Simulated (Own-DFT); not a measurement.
SiC (4H silicon carbide, strained, atoms displaced) (calculated)

A calculation, not a measurement: plane-wave PBE density functional theory by an unreviewed code, no spin, of a simulated periodic cell, stress positive in tension, free energy of the whole cell less one offset for each atom, forces on such cells passed a denser k mesh, this cell's mesh not checked; offsets are fitted by least squares, one for each functional and potential file, so energies compare only between cells with the same atoms and settings and are not formation energies; the far tail of each file's local potential was reset to the Coulomb form; each entry is a single point on an unrelaxed cell, so the pressure reflects the starting lattice, mostly measured values (interpolated for alloys), from which strain is counted, and rises with the displacements; printed positions are rounded, which can move forces by about a meV/angstrom; the program, named Own-DFT, is a retired in-house code; no spin-orbit coupling. Program: Own-DFT development build.

Common to all runs: functional PBE; potential files PseudoDojo norm-conserving, scalar-relativistic, standard set; wave cutoff 42 hartree; occupations Fermi-Dirac; smearing width 0.1 eV; hardware one NVIDIA H100; k mesh 5 x 5 x 3 centred on Gamma.

(1) SiC (4H silicon carbide, strained, atoms displaced)

```
cell vectors (Å)
   6.0468    -0.0757    -0.0825
  -3.0889     5.4688    -0.0287
  -0.1348    -0.1320    10.2171
atoms (fractions of the cell vectors)
Si  0.01593  0.00957  0.40552
Si  0.15497  0.33151  0.15033
C   0.00943  0.99450  0.09486
C   0.15407  0.33341  0.35658
Si  0.99889  0.49807  0.41231
Si  0.17177  0.83325  0.14989
C   0.99165  0.49100  0.09099
C   0.15873  0.83250  0.34496
Si  0.50158  0.98909  0.40416
Si  0.67232  0.33357  0.16179
C   0.49738  0.00030  0.08861
C   0.65207  0.32282  0.33941
Si  0.50734  0.48984  0.40722
Si  0.64953  0.83231  0.16125
C   0.50668  0.51528  0.08555
C   0.68124  0.83050  0.34310
Si  0.00873  0.00415  0.91008
Si  0.83704  0.66133  0.65085
C   0.00233  0.98577  0.59693
C   0.84319  0.65789  0.84960
Si  0.01866  0.50565  0.89999
Si  0.81089  0.15645  0.64920
C   0.00356  0.49135  0.59803
C   0.81564  0.15088  0.84542
Si  0.50686  0.00721  0.90352
Si  0.33290  0.67122  0.65904
C   0.51154  0.01095  0.59590
C   0.32870  0.66011  0.84169
Si  0.50875  0.49601  0.90205
Si  0.31998  0.15581  0.66127
C   0.51080  0.50412  0.59902
C   0.33335  0.16768  0.84758
```

- free energy of cell above offsets: -1.899 eV
- pressure: 3.38 GPa
- stress xx: -16.84 GPa
- stress yy: 3.67 GPa
- stress zz: 3.02 GPa
- stress yz: -4.18 GPa
- stress xz: -4.14 GPa
- stress xy: -7.01 GPa
- wall time: 119.3 s

Force:
| element | x (eV/Å) | y (eV/Å) | z (eV/Å) |
| --- | --- | --- | --- |
| Si | -0.675 | -0.563 | 0.968 |
| Si | 2.057 | -0.223 | 1.009 |
| C | -2.225 | 0.946 | 0.078 |
| C | 1.795 | 0.136 | -2.201 |
| Si | -0.84 | 0.62 | -0.488 |
| Si | -0.594 | -1.021 | 1.296 |
| C | 0.515 | 1.136 | -0.198 |
| C | 1.662 | -0.908 | -0.582 |
| Si | -0.308 | 0.37 | 0.224 |
| Si | -1.766 | 0.196 | -2.414 |
| C | 0.439 | 0.63 | 0.801 |
| C | 1.615 | -0.506 | 1.483 |
| Si | -1.93 | 1.226 | 0.624 |
| Si | 2.484 | -0.022 | -1.684 |
| C | -0.296 | -1.674 | 1.828 |
| C | -1.802 | -0.647 | 0.714 |
| Si | -1.243 | -1.475 | -0.249 |
| Si | 0.94 | 0.428 | 2.475 |
| C | -2.158 | 0.447 | -1.382 |
| C | -0.635 | 1.574 | -1.66 |
| Si | -2.426 | -2.551 | 1.559 |
| Si | 6.275 | 2.281 | 3.389 |
| C | -1.192 | -0.105 | -1.049 |
| C | 3.019 | 2.155 | -1.429 |
| Si | -1.411 | -1.845 | 1.062 |
| Si | 1.736 | -0.094 | -0.339 |
| C | -5.052 | -3.611 | -2.271 |
| C | 2.313 | 1.65 | -0.288 |
| Si | -0.458 | 0.974 | 0.628 |
| Si | 1.714 | 2.072 | 0.012 |
| C | -1.92 | -1.487 | -1.093 |
| C | 0.367 | -0.108 | -0.822 |

(2) SiC (4H silicon carbide, strained, atoms displaced)

```
cell vectors (Å)
   6.1488     0.0936    -0.0562
  -2.9934     5.3730    -0.0020
  -0.0918    -0.0568    10.0484
atoms (fractions of the cell vectors)
Si  0.00635  0.01792  0.39911
Si  0.16969  0.33019  0.15794
C   0.00704  0.98593  0.09456
C   0.16464  0.33819  0.34195
Si  0.00051  0.50917  0.40158
Si  0.16624  0.82808  0.14711
C   0.01210  0.51230  0.09884
C   0.16051  0.83387  0.33810
Si  0.51824  0.00554  0.40933
Si  0.67337  0.33684  0.15470
C   0.51490  0.98461  0.09913
C   0.66227  0.33237  0.34686
Si  0.49943  0.50219  0.40887
Si  0.66302  0.83926  0.15840
C   0.50737  0.49848  0.09013
C   0.66754  0.82395  0.34119
Si  0.99360  0.99040  0.90570
Si  0.82419  0.67666  0.66084
C   0.99814  0.00224  0.58912
C   0.82437  0.66412  0.84846
Si  0.01039  0.49438  0.90426
Si  0.83165  0.15732  0.66580
C   0.99471  0.50058  0.58858
C   0.82920  0.16897  0.84522
Si  0.49632  0.99414  0.90981
Si  0.33535  0.65210  0.65674
C   0.49329  0.98514  0.59739
C   0.32234  0.65102  0.83950
Si  0.49319  0.48887  0.90798
Si  0.32099  0.16836  0.64528
C   0.51139  0.50383  0.59978
C   0.33997  0.18254  0.83647
```

* free energy of cell above offsets: -2.529 eV
* pressure: 2.88 GPa
* stress xx: -4.84 GPa
* stress yy: 1.82 GPa
* stress zz: -5.62 GPa
* stress yz: -1.62 GPa
* stress xz: -3.95 GPa
* stress xy: 7.09 GPa
* wall time: 121.2 s

Force:
| element | x (eV/Å) | y (eV/Å) | z (eV/Å) |
| --- | --- | --- | --- |
| Si | 0.363 | -2.26 | 0.481 |
| Si | 0.763 | -0.005 | -1.009 |
| C | -2.758 | 2.336 | -0.888 |
| C | 0.56 | 0.479 | 0.548 |
| Si | -0.498 | 0.139 | 0.762 |
| Si | 1.907 | 0.814 | 2.938 |
| C | 0.06 | -2.906 | -1.837 |
| C | 1.172 | 0.91 | 0.516 |
| Si | -1.857 | -1.119 | -0.341 |
| Si | 0.331 | -0.497 | 0.719 |
| C | -5.35 | 3.544 | -2.706 |
| C | 0.596 | -0.053 | -0.701 |
| Si | 0.283 | -0.018 | -0.223 |
| Si | 5.311 | -3.416 | 0.654 |
| C | -1.122 | -0.085 | 1.121 |
| C | -0.178 | 1.082 | 0.834 |
| Si | 0.528 | 1.153 | 0.144 |
| Si | 3.116 | -0.535 | -0.587 |
| C | -0.626 | -0.158 | 0.207 |
| C | 0.775 | -0.098 | -0.418 |
| Si | -1.991 | 0.404 | 0.639 |
| Si | -1.393 | 1.477 | -2.886 |
| C | 0.403 | -0.321 | 1.502 |
| C | 0.378 | -1.02 | 1.445 |
| Si | -0.081 | 0.173 | -1.31 |
| Si | -2.629 | 1.036 | -0.846 |
| C | 0.225 | 0.88 | -0.203 |
| C | 0.659 | 1.538 | 1.34 |
| Si | 0.246 | 1.345 | -0.487 |
| Si | 2.367 | -0.531 | 1.67 |
| C | -1.243 | -1.216 | -2.028 |
| C | -0.316 | -3.074 | 0.948 |

(3) SiC (4H silicon carbide, strained, atoms displaced)

```
cell vectors (Å)
   6.0901    -0.0784     0.0472
  -3.1129     5.3409    -0.0855
   0.0771    -0.1168     9.8988
atoms (fractions of the cell vectors)
Si  0.00445  0.99999  0.41093
Si  0.19837  0.34912  0.15020
C   0.99818  0.00131  0.09772
C   0.17960  0.33339  0.33745
Si  0.99655  0.49252  0.41491
Si  0.16540  0.84042  0.16031
C   0.00749  0.49342  0.09449
C   0.17261  0.82339  0.34251
Si  0.50208  0.00434  0.40675
Si  0.67091  0.35038  0.15548
C   0.50062  0.00875  0.09498
C   0.67699  0.34339  0.34100
Si  0.49351  0.49698  0.40249
Si  0.69071  0.86210  0.15878
C   0.50886  0.50677  0.09258
C   0.65200  0.80605  0.34275
Si  0.00201  0.99970  0.90270
Si  0.82618  0.67035  0.65139
C   0.99315  0.00336  0.58897
C   0.83931  0.65809  0.84149
Si  0.01664  0.51262  0.90895
Si  0.83525  0.16485  0.65141
C   0.00476  0.50246  0.59268
C   0.83198  0.16800  0.84389
Si  0.51110  0.00932  0.90752
Si  0.33821  0.66055  0.65491
C   0.51350  0.01349  0.59826
C   0.33364  0.67740  0.83607
Si  0.49984  0.51280  0.90969
Si  0.33716  0.17602  0.64946
C   0.50771  0.51417  0.58685
C   0.32565  0.16510  0.84474
```

* free energy of cell above offsets: -2.162 eV
* pressure: 13.84 GPa
* stress xx: -15.18 GPa
* stress yy: -7.63 GPa
* stress zz: -18.72 GPa
* stress yz: -2.63 GPa
* stress xz: 3.07 GPa
* stress xy: -8.94 GPa
* wall time: 115.8 s

Force:
| element | x (eV/Å) | y (eV/Å) | z (eV/Å) |
| --- | --- | --- | --- |
| Si | -0.135 | -0.737 | -3.465 |
| Si | -3.746 | -1.952 | 1.4 |
| C | 2.645 | 1.632 | -1.738 |
| C | -2.267 | -1.419 | 1.183 |
| Si | 1.272 | 0.853 | -3.393 |
| Si | 0.859 | -1.03 | -1.049 |
| C | -0.206 | 1.602 | -0.019 |
| C | -1.374 | 0.601 | 1.856 |
| Si | 0.944 | -0.39 | -0.5 |
| Si | 1.592 | -1.279 | -0.343 |
| C | 0.489 | 0.106 | 0.176 |
| C | -0.695 | -1.254 | 1.03 |
| Si | 1.649 | -0.538 | 0.142 |
| Si | -3.193 | -2.49 | 0.521 |
| C | 1.482 | 2.491 | -0.533 |
| C | 0.373 | 4.479 | 0.181 |
| Si | -1.137 | -0.532 | 0.649 |
| Si | 2.254 | 0.136 | 1.121 |
| C | 1.66 | -0.244 | 1.485 |
| C | -1.394 | 0.954 | 0.128 |
| Si | -1.212 | -1.607 | -0.611 |
| Si | -0.111 | 1.692 | 1.983 |
| C | -0.427 | -0.146 | 1.325 |
| C | 1.767 | 0.658 | -0.425 |
| Si | -1.778 | -0.071 | -0.394 |
| Si | -1.34 | 2.009 | -0.697 |
| C | -1.818 | -1.669 | -1.595 |
| C | 1.804 | -0.134 | 2.02 |
| Si | 0.816 | -0.96 | -1.904 |
| Si | 0.165 | -0.281 | 1.602 |
| C | -0.351 | -1.97 | 0.522 |
| C | 1.412 | 1.489 | -0.659 |
